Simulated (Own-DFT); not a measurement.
Simulation results for SiC (4H silicon carbide, atoms displaced)

A calculation, not a measurement: plane-wave PBE density functional theory by an unreviewed code, no spin, of a simulated periodic cell, stress positive in tension, free energy of the whole cell less one offset for each atom, forces on such cells passed a denser k mesh, this cell's mesh not checked; offsets are fitted by least squares, one for each functional and potential file, so energies compare only between cells with the same atoms and settings and are not formation energies; the far tail of each file's local potential was reset to the Coulomb form; each entry is a single point on an unrelaxed cell, so the pressure reflects the starting lattice, mostly measured values (interpolated for alloys), from which strain is counted, and rises with the displacements; printed positions are rounded, which can move forces by about a meV/angstrom; the program, named Own-DFT, is a retired in-house code; no spin-orbit coupling. Program: Own-DFT development build.

Common to all runs: functional PBE; potential files PseudoDojo norm-conserving, scalar-relativistic, standard set; wave cutoff 42 hartree; occupations Fermi-Dirac; smearing width 0.1 eV; hardware one NVIDIA H100; k mesh 5 x 5 x 3 centred on Gamma.

(1) SiC (4H silicon carbide, atoms displaced)

```
cell vectors (Å)
   6.1654     0.0000     0.0000
  -3.0827     5.3394     0.0000
   0.0000     0.0000    10.0681
atoms (fractions of the cell vectors)
Si  0.99576  0.00300  0.40716
Si  0.16758  0.32925  0.15606
C   0.00213  0.99228  0.09130
C   0.16284  0.32543  0.34585
Si  0.99184  0.49133  0.40354
Si  0.15971  0.83330  0.15671
C   0.99974  0.49564  0.09637
C   0.16377  0.83360  0.34355
Si  0.50439  0.99865  0.40647
Si  0.67679  0.34002  0.16279
C   0.50263  0.99500  0.09178
C   0.67731  0.34554  0.34164
Si  0.50599  0.51609  0.40737
Si  0.66558  0.83279  0.15870
C   0.50670  0.49875  0.08885
C   0.66855  0.83730  0.34467
Si  0.99867  0.00214  0.90527
Si  0.83713  0.66833  0.65584
C   0.99915  0.00047  0.59321
C   0.83600  0.67041  0.84111
Si  0.99663  0.49850  0.91060
Si  0.83158  0.15961  0.64993
C   0.00728  0.50721  0.59070
C   0.83579  0.16878  0.84046
Si  0.49410  0.99105  0.90603
Si  0.33136  0.66998  0.65706
C   0.49193  0.99908  0.59509
C   0.33346  0.65880  0.84155
Si  0.49787  0.49742  0.91307
Si  0.33984  0.16787  0.65958
C   0.49853  0.49646  0.59554
C   0.32257  0.16524  0.84428
```

Results for SiC (4H silicon carbide, atoms displaced): free energy of cell above offsets -4.646 eV; pressure 3.78 GPa; stress xx -2.87 GPa; stress yy -2.16 GPa; stress zz -6.31 GPa; stress yz 0.18 GPa; stress xz -0.39 GPa; stress xy 0.4 GPa; wall time 132.3 s.

Force:
| element | x (eV/Å) | y (eV/Å) | z (eV/Å) |
| --- | --- | --- | --- |
| Si | 1.585 | -0.627 | 0.258 |
| Si | 0.318 | -0.098 | -0.008 |
| C | -1.343 | 0.88 | 0.392 |
| C | 0.278 | 1.371 | -0.623 |
| Si | 1.375 | 1.846 | 0.651 |
| Si | 1.826 | -0.272 | 0.074 |
| C | 0.31 | 0.42 | -0.133 |
| C | 0.303 | 0.002 | 0.219 |
| Si | -1.883 | 0.681 | -0.17 |
| Si | -0.624 | -1.278 | -2.232 |
| C | -0.74 | 0.586 | 0.975 |
| C | -1.573 | -1.365 | 1.333 |
| Si | 0.11 | -2.257 | 0.458 |
| Si | 0.325 | -0.1 | -1.214 |
| C | -0.474 | 0.007 | 2.934 |
| C | -0.155 | 0.169 | -0.16 |
| Si | -0.406 | -0.546 | -0.353 |
| Si | -0.303 | -0.303 | -0.129 |
| C | 0.545 | -0.17 | -0.203 |
| C | -0.146 | -0.593 | 1.107 |
| Si | 0.174 | 0.035 | -1.359 |
| Si | -0.368 | 1.349 | 1.291 |
| C | -0.621 | -1.169 | -0.019 |
| C | -0.789 | -0.333 | 0.47 |
| Si | 0.218 | 0.794 | -0.519 |
| Si | 0.717 | -0.908 | -0.165 |
| C | 1.307 | 0.077 | -0.679 |
| C | -0.722 | 0.395 | 1.154 |
| Si | 0.553 | 0.157 | -2.997 |
| Si | -1.525 | 0.235 | -0.414 |
| C | 0.082 | 0.916 | -0.461 |
| C | 1.647 | 0.097 | 0.52 |

(2) SiC (4H silicon carbide, atoms displaced)

```
cell vectors (Å)
   6.1654     0.0000     0.0000
  -3.0827     5.3394     0.0000
   0.0000     0.0000    10.0681
atoms (fractions of the cell vectors)
Si  0.00223  0.00077  0.40519
Si  0.16777  0.33493  0.15710
C   0.00930  0.00637  0.09542
C   0.16947  0.33800  0.34722
Si  0.00812  0.50275  0.40769
Si  0.16090  0.83414  0.15728
C   0.00005  0.50408  0.09995
C   0.16312  0.82873  0.34770
Si  0.50142  0.99665  0.40294
Si  0.66212  0.33219  0.15146
C   0.50107  0.00502  0.09103
C   0.65897  0.31970  0.34405
Si  0.50197  0.49770  0.40597
Si  0.66728  0.83758  0.15596
C   0.50062  0.49687  0.09679
C   0.66729  0.84082  0.34398
Si  0.98677  0.98230  0.90396
Si  0.82707  0.65936  0.65603
C   0.00563  0.00084  0.58911
C   0.83240  0.66876  0.84342
Si  0.00067  0.49886  0.90927
Si  0.83968  0.17502  0.65976
C   0.00316  0.50140  0.59920
C   0.82424  0.16899  0.84461
Si  0.50756  0.01107  0.90348
Si  0.32580  0.65972  0.66014
C   0.50843  0.99860  0.59186
C   0.32068  0.66176  0.84081
Si  0.49999  0.49873  0.90266
Si  0.34087  0.17618  0.66060
C   0.50392  0.50410  0.59233
C   0.33356  0.16963  0.84485
```

Results for SiC (4H silicon carbide, atoms displaced): free energy of cell above offsets -4.639 eV; pressure 3.83 GPa; stress xx -3.32 GPa; stress yy -4.25 GPa; stress zz -3.93 GPa; stress yz -0.22 GPa; stress xz 0.29 GPa; stress xy -0.17 GPa; wall time 124 s.

Force:
| element | x (eV/Å) | y (eV/Å) | z (eV/Å) |
| --- | --- | --- | --- |
| Si | -0.312 | 0.217 | 0.215 |
| Si | 0.005 | 0.353 | 0.447 |
| C | -1.299 | -0.67 | -0.756 |
| C | 0.417 | -0.489 | -0.622 |
| Si | -1.321 | -0.933 | 0.297 |
| Si | 1.124 | 0.222 | 0.446 |
| C | 0.141 | -0.417 | -1.321 |
| C | 0.14 | 0.523 | -0.875 |
| Si | -0.696 | 0.036 | 1.358 |
| Si | 0.643 | -0.036 | 1.624 |
| C | -0.04 | -0.836 | -0.04 |
| C | 0.371 | 1.812 | -0.371 |
| Si | 0.169 | 0.341 | -0.29 |
| Si | 0.209 | -0.136 | 0.044 |
| C | -0.711 | 1.06 | -1.223 |
| C | 1.076 | -1.238 | -0.41 |
| Si | 0.27 | 2.978 | 0.799 |
| Si | 0.583 | 1.597 | -0.475 |
| C | -0.268 | 0.137 | 1.786 |
| C | 0.108 | -1.533 | -0.061 |
| Si | -0.486 | 0.122 | 0.257 |
| Si | 0.113 | -1.562 | -1.347 |
| C | -0.564 | -0.121 | -1.078 |
| C | 1.989 | -0.006 | 0.252 |
| Si | -1.399 | -1.816 | 0.457 |
| Si | 0.892 | 1.549 | -1.378 |
| C | -0.853 | 0.161 | 0.827 |
| C | 1.384 | 0.781 | 1.543 |
| Si | -0.971 | 0.329 | 1.075 |
| Si | 0.29 | -1.482 | -1.821 |
| C | -0.501 | -0.412 | 0.522 |
| C | -0.502 | -0.528 | 0.118 |
